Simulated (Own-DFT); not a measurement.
# A layer strained by its substrate: wurtzite AlN, 72 atoms (Al36N36)

Everything here is calculated. The program is Own-DFT (plane waves, in-house, since retired, never reviewed by a person); positions were held fixed, and spin and spin-orbit coupling were off.

Settings: PBE; PseudoDojo norm-conserving scalar-relativistic files; cutoff 42 hartree; 4 x 4 x 3 k mesh centred on Gamma; Gaussian smearing of 0.01 eV.

Caveats: k mesh not checked against a denser one; stress not checked against mesh or cutoff.

Unstrained cell vectors in Å: (9.336, 0.000, 0.000); (-4.668, 8.085, 0.000); (0.000, 0.000, 9.964). The unstrained cell has measured lattice constants (interpolated for alloys), not those of this functional. That, the random moves and any unrelaxed bonds set the pressure at no strain. Each run strains x and y alike by e, as a substrate would, and holds the height along z. All atoms carry random offsets, Gaussian with a width of 0.05 Å per axis. Stress is positive in tension.

| e (%) | u (Å) | (s_xx + s_yy)/2 (GPa) | s_zz (GPa) |
|---|---|---|---|
| -2.75 | 0.046 | -24.29 | -8.19 |
| -2.50 | 0.048 | -22.46 | -9.26 |
| -1.75 | 0.049 | -16.79 | -7.44 |
| -1.25 | 0.050 | -14.04 | -5.90 |
| -1.00 | 0.047 | -11.87 | -5.72 |
| -0.25 | 0.047 | -7.00 | -5.97 |
| 1.25 | 0.051 | 0.48 | -3.59 |
| 2.00 | 0.047 | 5.81 | -3.27 |
| 2.75 | 0.048 | ? | ? |
| 3.00 | 0.048 | 9.87 | -2.81 |

## Working it out

With e as a fraction, the in-plane stress is -5.8 + 600 e - 2521 e² GPa (errors 9 and 549, scatter 0.49), and s_zz is -5.4 + 106 e GPa (slope ± 12, scatter 0.70). At e = 0 the first slope is C11 + C12 and the second 2 C13, both with the ions held to the strained lattice and at the cell's own pressure. The term in e² is negative: the layer stiffens under compression and softens under tension. A free layer would change its height as e changes, and the in-plane slope would drop by 2 C13²/C33 to the biaxial modulus. At fixed height, a misfit of 1 % moves the in-plane stress by about 6.0 GPa and s_zz by 1.1 GPa.

## Check

Q: what are the two stresses at e = 2.75 %?

The fitted form gives 8.8 and -2.5 GPa. The calculation gave 8.09 and -0.72 GPa.
